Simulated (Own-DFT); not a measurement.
# Which defects push the lattice out? zincblende GaAs

Source: density functional calculations with Own-DFT, an unreviewed in-house program that is no longer used. Nothing was measured or relaxed, and spin and spin-orbit coupling are left out.

Settings: PBE; PseudoDojo norm-conserving scalar-relativistic files; cutoff 42 hartree; 3 x 3 x 3 k mesh centred on Gamma; Fermi-Dirac smearing of 0.1 eV.

Known weak points (not all hold for every row): not probed for a lower state with spin; forces not confirmed at this smearing and k mesh; stress not checked against mesh or cutoff.

All runs share one cell, with vectors in Å (11.737, 0.000, 0.000); (0.000, 11.737, 0.000); (0.000, 0.000, 10.919) and a volume of 1504.3 Å³, strained against the parent crystal. The atoms are randomly displaced, by u rms on each axis. The defect's site can differ from row to row.

```
                             cell     formula   u (Å)  P (GPa)
                        no defect    As32Ga32  0.0293     0.76
                        no defect    As32Ga32  0.0513     1.05
                        no defect    As32Ga32  0.0527     1.09
              one P on an As site   As31Ga32P  0.0277     0.52
              one P on an As site   As31Ga32P  0.0465     0.77
              one P on an As site   As31Ga32P  0.0478     0.80
one As vacancy and one Ga vacancy    As31Ga31  0.0300     0.47
one As vacancy and one Ga vacancy    As31Ga31  0.0318     0.40
one As vacancy and one Ga vacancy    As31Ga31  0.0534     0.71
              one In on a Ga site  As32Ga31In  0.0288        ?
              one In on a Ga site  As32Ga31In  0.0301     1.35
              one In on a Ga site  As32Ga31In  0.0486     1.56
              one In on a Ga site  As32Ga31In  0.0508     1.66
              one Al on a Ga site  AlAs32Ga31  0.0287     0.70
              one Al on a Ga site  AlAs32Ga31  0.0340     0.78
              one Al on a Ga site  AlAs32Ga31  0.0518     1.10
```

## Analysis

P = P0 + c u² + a shift for each defect gives P0 = 0.61 GPa, c = 172 ± 12 GPa/Å² and a scatter of 0.04 GPa. The shifts, and each times the cell's volume:

- one In on a Ga site: 0.58 ± 0.03 GPa, 5.5 eV
- one Al on a Ga site: -0.02 ± 0.03 GPa, -0.1 eV (not resolved)
- one P on an As site: -0.21 ± 0.03 GPa, -2.0 eV
- one As vacancy and one Ga vacancy: -0.35 ± 0.03 GPa, -3.3 eV

A positive shift means that the defect pushes the cell outwards. Shift times volume (160.2 GPa Å³ is 1 eV) depends little on the cell's size, so, taken for each site, it can be compared between cells at like pressure. The atoms around the defects weren't relaxed, which would change these numbers.

## Check

The question: what pressure belongs in the blank (one In on a Ga site, u = 0.0288 Å)?

The fitted form gives 1.33 ± 0.04 GPa. The hidden result is 1.36 GPa.
